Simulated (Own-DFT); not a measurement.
# Point defects and the pressure they add: grey tin

Calculated, not measured: single-point runs of Own-DFT, a retired in-house plane-wave DFT program that no person has reviewed, on unrelaxed cells, without spin or spin-orbit coupling.

Method: PBE; PseudoDojo norm-conserving scalar-relativistic files; cutoff 42 hartree; 3 x 3 x 3 k mesh centred on Gamma; cold (Marzari-Vanderbilt) smearing of 0.2 eV.

Limits (not all hold for every row): not probed for a lower state with spin; forces on such cells moved up to 12 meV/angstrom on a denser k mesh; stress not checked against mesh or cutoff.

All runs share one cell, with vectors in Å (12.978, 0.000, 0.000); (0.000, 12.978, 0.000); (0.000, 0.000, 12.978) and a volume of 2185.9 Å³. Atoms were moved at random from their sites; u is the rms move along one axis. The defect's site can differ from row to row.

| cell | formula | u (Å) | P (GPa) |
|---|---|---|---|
| no defect | Sn64 | 0.0182 | 3.37 |
| no defect | Sn64 | 0.0504 | 3.60 |
| no defect | Sn64 | 0.0532 | 3.71 |
| one Sn vacancy | Sn63 | 0.0307 | 3.19 |
| one Sn vacancy | Sn63 | 0.0316 | 3.28 |
| one Sn vacancy | Sn63 | 0.0497 | 3.39 |
| two Sn vacancies | Sn62 | 0.0303 | 3.14 |
| two Sn vacancies | Sn62 | 0.0310 | 3.18 |
| two Sn vacancies | Sn62 | 0.0486 | ? |
| two Sn vacancies | Sn62 | 0.0523 | 3.29 |

## Working it out

P = P0 + c u² + a shift for each defect gives P0 = 3.36 GPa, c = 105 ± 17 GPa/Å² and a scatter of 0.05 GPa. The shifts, and each times the cell's volume:

- one Sn vacancy: -0.23 ± 0.04 GPa, -3.1 eV
- two Sn vacancies: -0.32 ± 0.04 GPa, -4.3 eV (-2.2 eV for each of its 2 sites)

Positive is outwards. The product with the volume (160.2 GPa Å³ to the eV) is nearly free of the cell's size; divided by the bulk modulus at the cell's pressure it gives the volume that the defect adds. The atoms around the defects weren't relaxed, which would change these numbers.

## The run left out

Q: what pressure belongs in the blank (two Sn vacancies, u = 0.0486 Å)?

From the fit: 3.29 ± 0.06 GPa. The calculation gave 3.34 GPa.
